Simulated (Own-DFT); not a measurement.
Simulation results for Al₁₆O₂₃ (corundum with two vacancies, atoms displaced), Al₃₂O₄₇ (corundum with one vacancy, atoms displaced)

A calculation, not a measurement: plane-wave PBE density functional theory by an unreviewed code, no spin, of a simulated periodic cell, stress positive in tension, free energy of the whole cell less one offset for each atom, defect cell not probed for a lower state with spin; oxygen file: force components 24 meV/angstrom off all-electron in one glass; forces on such cells passed a denser k mesh, this cell's mesh not checked; offsets are fitted by least squares, one for each functional and potential file, so energies compare only between cells with the same atoms and settings and are not formation energies; the far tail of each file's local potential was reset to the Coulomb form; each entry is a single point on an unrelaxed cell, so the pressure reflects the starting lattice, mostly measured values, from which strain is counted, and rises with the displacements; printed positions are rounded, which can move forces by about a meV/angstrom; the program is a retired in-house code; no spin-orbit coupling; before rounding, a Quantum ESPRESSO 7.3.1 run of the same cell and cutoff gave forces within 1 meV/angstrom rms on each cell, which checks the program and not the settings. Program: Own-DFT development build.

Common to all runs: functional PBE; potential files PseudoDojo norm-conserving, scalar-relativistic, standard set; wave cutoff 72 hartree; occupations Fermi-Dirac; smearing width 0.1 eV; k mesh 3 x 3 x 3 centred on Gamma.

(1) 
```cif
# cell vector a (Å): 5.4940 0.0000 8.6604
# cell vector b (Å): -2.7470 4.7579 8.6604
# cell vector c (Å): -2.7470 -4.7579 8.6604
data_Al16O23
_symmetry_space_group_name_H-M 'P 1'
_symmetry_Int_Tables_number 1
_cell_length_a 10.2561
_cell_length_b 10.2560
_cell_length_c 10.2560
_cell_angle_alpha 55.280
_cell_angle_beta 55.280
_cell_angle_gamma 55.280
_cell_volume 679.15
loop_
_atom_site_label
_atom_site_type_symbol
_atom_site_fract_x
_atom_site_fract_y
_atom_site_fract_z
_atom_site_occupancy
Al1 Al 0.17522 0.17682 0.17485 1
Al2 Al 0.32201 0.32697 0.32236 1
Al3 Al 0.42238 0.42956 0.42484 1
Al4 Al 0.08143 0.06969 0.07196 1
O1 O 0.28732 0.46504 0.12296 1
O2 O 0.47050 0.12494 0.27965 1
O3 O 0.11767 0.28384 0.47502 1
O4 O 0.22685 0.02745 0.37296 1
O5 O 0.02387 0.37605 0.22554 1
O6 O 0.37860 0.22127 0.02286 1
Al5 Al 0.17725 0.17963 0.67113 1
Al6 Al 0.31717 0.32208 0.82503 1
Al7 Al 0.42323 0.43134 0.92790 1
Al8 Al 0.07312 0.08004 0.56845 1
O7 O 0.27247 0.47677 0.62320 1
O8 O 0.46929 0.12250 0.77972 1
O9 O 0.12957 0.28090 0.96679 1
O10 O 0.22367 0.02831 0.87469 1
O11 O 0.03000 0.37274 0.72268 1
O12 O 0.37282 0.22432 0.52222 1
Al9 Al 0.17645 0.67414 0.17684 1
Al10 Al 0.32112 0.82350 0.32744 1
Al11 Al 0.42429 0.92726 0.42544 1
Al12 Al 0.07291 0.57419 0.07752 1
O13 O 0.27373 0.97130 0.12677 1
O14 O 0.47510 0.62276 0.27717 1
O15 O 0.11952 0.77478 0.47746 1
O16 O 0.21892 0.53685 0.36757 1
O17 O 0.37563 0.72432 0.02971 1
Al13 Al 0.17910 0.66878 0.68131 1
Al14 Al 0.32503 0.81867 0.82596 1
Al15 Al 0.43517 0.91831 0.92207 1
Al16 Al 0.07780 0.57132 0.57892 1
O18 O 0.27864 0.96510 0.62548 1
O19 O 0.48074 0.61900 0.77478 1
O20 O 0.12813 0.78155 0.96270 1
O21 O 0.22056 0.52625 0.88084 1
O22 O 0.03023 0.87613 0.71728 1
O23 O 0.37151 0.71911 0.52756 1
Al17 Al 0.67768 0.17730 0.17243 1
Al18 Al 0.82533 0.32412 0.32665 1
Al19 Al 0.93166 0.41648 0.42096 1
Al20 Al 0.56957 0.07539 0.07423 1
O24 O 0.77538 0.47400 0.12794 1
O25 O 0.97896 0.11508 0.27589 1
O26 O 0.62406 0.27909 0.46720 1
O27 O 0.72149 0.02320 0.37432 1
O28 O 0.52598 0.37796 0.22213 1
O29 O 0.87754 0.22089 0.02443 1
Al21 Al 0.67244 0.17894 0.67191 1
Al22 Al 0.82093 0.32362 0.82344 1
Al23 Al 0.93475 0.42460 0.92098 1
Al24 Al 0.57971 0.06902 0.57426 1
O30 O 0.77505 0.47390 0.62659 1
O31 O 0.97383 0.12785 0.77380 1
O32 O 0.62470 0.27327 0.97303 1
O33 O 0.72237 0.02993 0.86931 1
O34 O 0.53155 0.37224 0.72176 1
O35 O 0.87350 0.22086 0.52957 1
Al25 Al 0.67663 0.67331 0.18366 1
Al26 Al 0.82619 0.81644 0.32397 1
Al27 Al 0.92629 0.93067 0.42254 1
Al28 Al 0.57435 0.57367 0.07444 1
O36 O 0.77713 0.97043 0.12734 1
O37 O 0.97312 0.62076 0.28140 1
O38 O 0.63031 0.78209 0.46986 1
O39 O 0.72170 0.52960 0.37140 1
O40 O 0.52244 0.88117 0.22164 1
O41 O 0.87279 0.71909 0.03219 1
Al29 Al 0.66961 0.67813 0.68228 1
Al30 Al 0.82772 0.82327 0.82598 1
Al31 Al 0.92753 0.92398 0.92168 1
Al32 Al 0.57193 0.57507 0.57843 1
O42 O 0.77691 0.97208 0.62172 1
O43 O 0.97440 0.62082 0.77626 1
O44 O 0.62197 0.77948 0.97261 1
O45 O 0.72050 0.52582 0.87772 1
O46 O 0.52821 0.88322 0.71485 1
_calc_free_energy_of_cell_above_offsets '-53.117'  # eV
_calc_pressure 7.28  # GPa
_calc_stress_xx -7.2  # GPa
_calc_stress_yy -7.75  # GPa
_calc_stress_zz -6.9  # GPa
_calc_stress_yz -0.1  # GPa
_calc_stress_xz -0.67  # GPa
_calc_stress_xy -0.69  # GPa
```

Force:
```
element  x (eV/Å)  y (eV/Å)  z (eV/Å)
     Al     0.932    -0.261     0.039
     Al     0.562    -0.683     0.437
     Al     0.696     0.061     -0.37
     Al     -0.37    -0.788    -1.372
      O    -1.736     0.591     0.053
      O    -0.248     0.343    -0.068
      O      1.34     0.019    -0.157
      O    -1.093      0.38    -0.319
      O     1.175     0.005    -0.469
      O    -1.068    -0.198    -0.326
     Al    -0.192     -1.18     0.015
     Al     1.892     0.272     1.325
     Al     1.684    -0.698    -1.325
     Al     0.411    -1.365     0.305
      O     1.033    -1.001      0.48
      O     0.175     0.746     0.265
      O    -1.178    -1.056    -0.393
      O      0.53     0.494    -0.551
      O     0.042     0.243      0.26
      O     0.058     -0.24     0.721
     Al    -1.374     1.331     0.923
     Al     0.159     0.206    -0.752
     Al     0.556     0.066     0.558
     Al    -0.058     0.349    -0.061
      O     0.842     0.014     0.517
      O    -0.868     0.152     0.388
      O     0.584     0.788     0.804
      O     0.435    -1.689     0.618
      O     0.488     0.109    -1.073
     Al    -0.714     1.002    -0.041
     Al    -0.376     1.209     0.574
     Al    -1.721     0.481      0.12
     Al    -1.304     1.705     -2.01
      O     -0.24     0.299     0.455
      O    -1.817      0.29     0.488
      O    -0.191    -1.444    -0.387
      O     0.171     0.378    -0.229
      O    -0.226    -0.548    -0.221
      O     0.647    -0.236     0.976
     Al    -0.058    -0.667     0.077
     Al    -0.277     0.344    -1.695
     Al    -2.477     0.262      1.77
     Al     0.624      0.19     0.455
      O     1.197    -0.021    -0.184
      O    -1.227     1.539      1.57
      O     0.033    -0.458      0.51
      O    -0.178     0.535     0.769
      O     0.374    -0.076     -0.39
      O    -0.019    -0.116       0.5
     Al    -0.243    -0.677     0.139
     Al     0.268     0.116     0.446
     Al    -1.525    -0.734    -1.007
     Al    -0.378     1.417    -0.548
      O     0.851     0.149    -0.702
      O     0.022     -0.49    -0.548
      O    -0.176     0.436     0.324
      O     0.071    -0.606     0.267
      O    -0.727     0.567    -0.282
      O     0.216     0.514    -0.405
     Al    -0.538     1.202    -1.244
     Al    -0.044     0.434     1.915
     Al     0.552    -1.448     -1.96
     Al     0.362    -0.321     0.475
      O     0.736     0.372    -0.662
      O     0.933      0.14    -0.968
      O    -1.285    -0.817    -1.762
      O    -0.308    -1.363     1.089
      O     0.794    -0.876    -0.412
      O     0.518     0.576     0.348
     Al     2.319     0.869     0.689
     Al    -0.353     0.363    -1.234
     Al    -0.775     0.522     1.056
     Al     1.142     0.311    -0.439
      O     0.019    -0.343     0.719
      O    -0.832    -0.035     1.283
      O     1.126    -0.148     0.681
      O    -0.156         0     0.086
      O     -0.22    -1.814     -0.92
```

(2) 
```cif
# cell vector a (Å): 5.4940 0.0000 8.6604
# cell vector b (Å): -2.7470 4.7579 8.6604
# cell vector c (Å): -2.7470 -4.7579 8.6604
data_Al32O47
_symmetry_space_group_name_H-M 'P 1'
_symmetry_Int_Tables_number 1
_cell_length_a 10.2561
_cell_length_b 10.2560
_cell_length_c 10.2560
_cell_angle_alpha 55.280
_cell_angle_beta 55.280
_cell_angle_gamma 55.280
_cell_volume 679.15
loop_
_atom_site_label
_atom_site_type_symbol
_atom_site_fract_x
_atom_site_fract_y
_atom_site_fract_z
_atom_site_occupancy
Al1 Al 0.17872 0.17088 0.18252 1
Al2 Al 0.32055 0.33974 0.32587 1
Al3 Al 0.43428 0.42876 0.42575 1
Al4 Al 0.07730 0.06987 0.08175 1
O1 O 0.27343 0.45985 0.12590 1
O2 O 0.46960 0.11236 0.29892 1
O3 O 0.12319 0.28780 0.47354 1
O4 O 0.23204 0.02325 0.38110 1
O5 O 0.02623 0.37530 0.22904 1
O6 O 0.37913 0.21129 0.02848 1
Al5 Al 0.19459 0.17922 0.65478 1
Al6 Al 0.32141 0.33257 0.82299 1
Al7 Al 0.41360 0.42226 0.94283 1
Al8 Al 0.07801 0.06412 0.57811 1
O7 O 0.29410 0.47012 0.61800 1
O8 O 0.46455 0.12369 0.78161 1
O9 O 0.10226 0.28209 0.97315 1
O10 O 0.22605 0.02980 0.86144 1
O11 O 0.04575 0.37563 0.71763 1
O12 O 0.37983 0.22843 0.51284 1
Al9 Al 0.16480 0.68831 0.19153 1
Al10 Al 0.32970 0.83623 0.31510 1
Al11 Al 0.43329 0.92560 0.40737 1
Al12 Al 0.07251 0.55779 0.08599 1
O13 O 0.26695 0.94402 0.14804 1
O14 O 0.47349 0.61951 0.27659 1
O15 O 0.13350 0.76401 0.47485 1
O16 O 0.22368 0.51760 0.37550 1
O17 O 0.01626 0.87529 0.22843 1
O18 O 0.39502 0.71234 0.01819 1
Al13 Al 0.16711 0.67017 0.68335 1
Al14 Al 0.32093 0.81949 0.84042 1
Al15 Al 0.42492 0.94467 0.92090 1
Al16 Al 0.05081 0.57205 0.59511 1
O19 O 0.27818 0.98603 0.61024 1
O20 O 0.45526 0.63792 0.78067 1
O21 O 0.11844 0.78610 0.98031 1
O22 O 0.20826 0.52779 0.87264 1
O23 O 0.03653 0.86720 0.70654 1
O24 O 0.36817 0.72182 0.52650 1
Al17 Al 0.68933 0.17140 0.17420 1
Al18 Al 0.82353 0.31493 0.32788 1
Al19 Al 0.94131 0.42095 0.41561 1
Al20 Al 0.57136 0.07362 0.05716 1
O25 O 0.78836 0.47248 0.13754 1
O26 O 0.95998 0.12577 0.29467 1
O27 O 0.61675 0.28748 0.47285 1
O28 O 0.73822 0.02609 0.36798 1
O29 O 0.53185 0.35835 0.24546 1
O30 O 0.86969 0.21559 0.03452 1
Al21 Al 0.67601 0.18497 0.67720 1
Al22 Al 0.81574 0.32712 0.81116 1
Al23 Al 0.93687 0.42467 0.92203 1
Al24 Al 0.55663 0.07085 0.59391 1
O31 O 0.76574 0.49389 0.62187 1
O32 O 0.95640 0.12908 0.77188 1
O33 O 0.62518 0.27439 0.97331 1
O34 O 0.71548 0.00943 0.90020 1
O35 O 0.54392 0.35973 0.72727 1
O36 O 0.88037 0.22614 0.52427 1
Al25 Al 0.68495 0.68744 0.17511 1
Al26 Al 0.84167 0.81904 0.31895 1
Al27 Al 0.93316 0.91267 0.43261 1
Al28 Al 0.59017 0.57556 0.06298 1
O37 O 0.77232 0.98761 0.11910 1
O38 O 0.61561 0.76743 0.48745 1
O39 O 0.72966 0.51279 0.38479 1
O40 O 0.50987 0.86928 0.23291 1
O41 O 0.87326 0.70799 0.04617 1
Al29 Al 0.69552 0.67911 0.66144 1
Al30 Al 0.81802 0.82839 0.82999 1
Al31 Al 0.91691 0.92716 0.94029 1
Al32 Al 0.57226 0.57260 0.57665 1
O42 O 0.78135 0.97421 0.61361 1
O43 O 0.96193 0.64909 0.76225 1
O44 O 0.63951 0.75943 0.98156 1
O45 O 0.71859 0.52330 0.87529 1
O46 O 0.50704 0.86754 0.73809 1
O47 O 0.88808 0.72034 0.51151 1
_calc_free_energy_of_cell_above_offsets '-42.259'  # eV
_calc_pressure 14.38  # GPa
_calc_stress_xx -15.49  # GPa
_calc_stress_yy -15.37  # GPa
_calc_stress_zz -12.29  # GPa
_calc_stress_yz -0.61  # GPa
_calc_stress_xz 0.05  # GPa
_calc_stress_xy -1.21  # GPa
```

Force:
```
element  x (eV/Å)  y (eV/Å)  z (eV/Å)
     Al    -2.002    -0.617     0.423
     Al     2.988    -1.154    -2.258
     Al    -0.604     1.048    -1.391
     Al    -1.516     1.079    -2.334
      O    -1.472    -0.626      1.24
      O     0.825     3.378    -0.027
      O      0.07     0.031    -0.408
      O    -1.145     2.612    -2.835
      O     2.387    -1.032    -1.782
      O    -2.007     0.897    -1.848
     Al    -1.156    -1.246    -0.826
     Al     0.529     0.423    -1.289
     Al     2.989     2.847     1.273
     Al    -0.069     0.065     1.002
      O    -1.952    -1.747     0.246
      O     -0.15     1.754     2.369
      O     5.779    -3.296     4.619
      O    -1.971    -1.137     2.155
      O    -1.073    -2.188    -1.809
      O     -0.32    -2.763     1.888
     Al     3.347    -0.361     -1.45
     Al    -1.291    -6.869    -2.607
     Al    -1.696     -3.43     3.582
     Al    -0.317     2.439     1.856
      O    -0.043     5.074    -0.341
      O    -0.223     1.493      1.17
      O    -0.719     1.458    -0.887
      O    -2.547     1.731     1.819
      O      1.86     2.056     2.539
      O    -3.206    -1.297     0.012
     Al     2.606     2.936    -0.203
     Al     0.313     1.196    -1.837
     Al      0.52    -5.256    -3.525
     Al     4.144     3.492     1.259
      O    -0.568    -1.834     0.127
      O     1.035    -2.626    -2.261
      O    -0.179    -0.641    -0.759
      O       0.2    -2.374     1.375
      O    -3.289    -0.452     1.667
      O     0.806    -0.816     0.783
     Al    -3.464    -1.256    -1.155
     Al    -2.286     0.409     1.292
     Al    -2.815     0.085     0.763
     Al    -3.377    -3.023     5.909
      O     1.245     1.909    -2.871
      O     3.779    -0.114    -0.566
      O     1.568    -2.701     1.448
      O    -1.385    -1.662    -0.343
      O     1.649     3.426     -0.93
      O      2.52     1.907     1.758
     Al      3.29      0.29    -1.997
     Al    -0.283    -1.073     1.182
     Al    -4.886     1.128    -2.655
     Al     2.778     2.563    -1.517
      O     2.758    -2.133    -0.329
      O     0.181    -0.617      0.43
      O    -1.267     0.448    -0.991
      O     4.033     3.193    -3.332
      O    -3.515     0.622     0.951
      O    -0.085    -1.666    -0.542
     Al    -1.724    -4.764    -3.175
     Al    -2.779     0.178    -3.369
     Al    -0.577      1.45     0.737
     Al    -1.846    -2.778    -0.009
      O     0.627    -2.403    -0.889
      O     1.151     3.067     0.643
      O    -1.182     1.641     0.314
      O     4.095     3.562     2.155
      O     2.489      3.17     2.182
     Al    -3.756    -0.693    -1.662
     Al     1.385     0.945    -0.445
     Al     1.783     0.433     0.723
     Al    -0.973     0.575     0.349
      O    -2.617    -2.113     1.468
      O     0.135    -3.527    -1.258
      O    -1.436      3.03     0.222
      O      1.66     0.682     0.974
      O     3.591     3.059     3.427
      O    -1.347    -1.499     0.378
```

(3) 
```cif
# cell vector a (Å): 5.4940 0.0000 8.6604
# cell vector b (Å): -2.7470 4.7579 8.6604
# cell vector c (Å): -2.7470 -4.7579 8.6604
data_Al32O47
_symmetry_space_group_name_H-M 'P 1'
_symmetry_Int_Tables_number 1
_cell_length_a 10.2561
_cell_length_b 10.2560
_cell_length_c 10.2560
_cell_angle_alpha 55.280
_cell_angle_beta 55.280
_cell_angle_gamma 55.280
_cell_volume 679.15
loop_
_atom_site_label
_atom_site_type_symbol
_atom_site_fract_x
_atom_site_fract_y
_atom_site_fract_z
_atom_site_occupancy
Al1 Al 0.17526 0.19211 0.17691 1
Al2 Al 0.32917 0.31466 0.35486 1
Al3 Al 0.42999 0.42217 0.42646 1
Al4 Al 0.07353 0.07364 0.07004 1
O1 O 0.27418 0.47380 0.12619 1
O2 O 0.46391 0.12941 0.27128 1
O3 O 0.13167 0.27114 0.46392 1
O4 O 0.23436 0.01510 0.37696 1
O5 O 0.03320 0.37658 0.22859 1
O6 O 0.38511 0.20761 0.02038 1
Al5 Al 0.17027 0.18746 0.66051 1
Al6 Al 0.34291 0.32694 0.80831 1
Al7 Al 0.40882 0.42623 0.93349 1
Al8 Al 0.07195 0.05358 0.58537 1
O7 O 0.27470 0.46819 0.64094 1
O8 O 0.47515 0.12963 0.77048 1
O9 O 0.13556 0.28606 0.97411 1
O10 O 0.20400 0.03319 0.88791 1
O11 O 0.03247 0.36050 0.72373 1
O12 O 0.38709 0.22512 0.51167 1
Al9 Al 0.17110 0.69154 0.16044 1
Al10 Al 0.32031 0.82015 0.33128 1
Al11 Al 0.41207 0.94090 0.43356 1
Al12 Al 0.08865 0.57216 0.05578 1
O13 O 0.27314 0.97309 0.13297 1
O14 O 0.48224 0.61603 0.28965 1
O15 O 0.12587 0.79098 0.46363 1
O16 O 0.20674 0.53255 0.37609 1
O17 O 0.02659 0.85804 0.23869 1
O18 O 0.38379 0.72879 0.01040 1
Al13 Al 0.17562 0.68682 0.67389 1
Al14 Al 0.30911 0.84700 0.82806 1
Al15 Al 0.41682 0.94620 0.92825 1
Al16 Al 0.08831 0.56756 0.56931 1
O19 O 0.27929 0.96745 0.63191 1
O20 O 0.47460 0.64658 0.76338 1
O21 O 0.23156 0.50976 0.88427 1
O22 O 0.02933 0.87743 0.73594 1
O23 O 0.37714 0.71645 0.52134 1
Al17 Al 0.67541 0.16940 0.18644 1
Al18 Al 0.82462 0.31864 0.32674 1
Al19 Al 0.90981 0.43314 0.44302 1
Al20 Al 0.58466 0.07128 0.06779 1
O24 O 0.77503 0.47185 0.12880 1
O25 O 0.96996 0.12743 0.27157 1
O26 O 0.63483 0.28354 0.45456 1
O27 O 0.72411 0.02020 0.38027 1
O28 O 0.51446 0.37618 0.23083 1
O29 O 0.88611 0.21298 0.01133 1
Al21 Al 0.66728 0.17166 0.69409 1
Al22 Al 0.83703 0.31705 0.82116 1
Al23 Al 0.92103 0.43837 0.92547 1
Al24 Al 0.57693 0.08750 0.54984 1
O30 O 0.77188 0.47386 0.63225 1
O31 O 0.98013 0.12994 0.78012 1
O32 O 0.62269 0.27294 0.96629 1
O33 O 0.73156 0.02822 0.86412 1
O34 O 0.52426 0.38216 0.72334 1
O35 O 0.87540 0.20372 0.53073 1
Al25 Al 0.68009 0.67219 0.16492 1
Al26 Al 0.82965 0.81482 0.32242 1
Al27 Al 0.93480 0.91807 0.41483 1
Al28 Al 0.57172 0.58264 0.07288 1
O36 O 0.78121 0.98838 0.12014 1
O37 O 0.98758 0.63464 0.26168 1
O38 O 0.61649 0.78815 0.47112 1
O39 O 0.71470 0.52424 0.37600 1
O40 O 0.53325 0.86615 0.23340 1
O41 O 0.87700 0.69819 0.04252 1
Al29 Al 0.67331 0.68205 0.66875 1
Al30 Al 0.81227 0.82719 0.84161 1
Al31 Al 0.94405 0.92183 0.91803 1
Al32 Al 0.56807 0.56822 0.57356 1
O42 O 0.77128 0.97190 0.62745 1
O43 O 0.99191 0.62421 0.76911 1
O44 O 0.63919 0.76642 0.98359 1
O45 O 0.72493 0.53505 0.87812 1
O46 O 0.51154 0.87271 0.74160 1
O47 O 0.86205 0.72726 0.53066 1
_calc_free_energy_of_cell_above_offsets '-44.670'  # eV
_calc_pressure 12.77  # GPa
_calc_stress_xx -13.59  # GPa
_calc_stress_yy -12.83  # GPa
_calc_stress_zz -11.89  # GPa
_calc_stress_yz 0.68  # GPa
_calc_stress_xz 0.51  # GPa
_calc_stress_xy -2.08  # GPa
```

Force:
```
element  x (eV/Å)  y (eV/Å)  z (eV/Å)
     Al     1.359    -0.903    -1.587
     Al     0.179     7.552    -8.016
     Al     -0.09     1.629      2.25
     Al    -2.271    -0.701     2.359
      O     0.429     0.767     0.231
      O     -0.37    -0.381     2.119
      O     -0.97    -0.632     0.983
      O    -2.653     0.544     0.075
      O    -0.953    -0.032    -0.593
      O     0.091     0.183     1.076
     Al     0.425    -2.632    -0.186
     Al     -2.76    -2.989     -0.46
     Al      2.88    -0.536     3.707
     Al    -0.027      5.11     1.328
      O     1.887     3.145    -2.705
      O    -0.213     0.506    -0.005
      O    -0.914     0.325    -2.141
      O     2.699      1.82    -0.362
      O     -0.65     3.126     2.601
      O    -2.214    -5.123     2.741
     Al     2.423    -1.694    -0.506
     Al      2.22     1.679     1.116
     Al     3.568    -0.002    -1.094
     Al    -3.161    -2.744     1.692
      O     0.945     0.165    -0.791
      O    -1.186     0.868    -2.265
      O    -0.538    -2.239    -0.711
      O     1.433    -0.803     1.464
      O     0.304     3.146      0.88
      O    -2.281    -2.695     1.006
     Al     0.581    -1.155    -0.802
     Al     2.223    -2.084    -0.775
     Al     1.184    -1.032    -1.457
     Al    -2.563    -0.327      0.06
      O    -1.392     1.578    -0.169
      O    -0.852    -2.463    -2.394
      O    -0.686     3.376    -0.937
      O      1.53    -2.114    -2.914
      O     -1.45    -1.288     0.786
     Al      0.22     2.064    -0.927
     Al     1.069     0.757     1.168
     Al     3.428     1.662    -1.554
     Al    -1.268    -1.176     0.274
      O     1.159    -0.438    -0.835
      O     0.186    -0.312    -0.237
      O    -2.435    -2.086     -1.49
      O     0.469     1.768    -0.871
      O      1.79     1.235     0.858
      O    -2.398    -1.131       2.1
     Al     2.319     2.696    -1.531
     Al    -3.321    -0.071    -0.188
     Al     1.378    -0.975     0.241
     Al     0.902    -4.387     2.664
      O     0.546     -0.09     -0.21
      O     1.292    -0.796     -3.57
      O     0.087     0.993     1.222
      O    -0.597    -2.677     1.649
      O     1.435        -1    -1.076
      O    -0.411     0.222     1.712
     Al    -2.297    -3.471     3.291
     Al    -1.542      0.46    -0.528
     Al    -2.563    -0.617     1.797
     Al     0.041    -0.688    -1.292
      O     1.594    -1.498    -1.898
      O    -1.836    -1.632    -2.119
      O     1.351     0.177     0.143
      O     0.748    -0.928     1.889
      O     1.078     1.702    -0.675
      O      1.17      2.97     1.243
     Al    -2.224    -0.914     0.355
     Al     2.981     1.764    -1.394
     Al    -1.765    -1.608     2.891
     Al    -0.758     2.087     1.974
      O       0.6    -0.591     0.321
      O    -2.088     0.039    -0.315
      O    -2.676     2.467      -2.8
      O     0.797     0.147    -0.771
      O     1.207     3.679     1.777
      O     2.163     -0.75     1.106
```
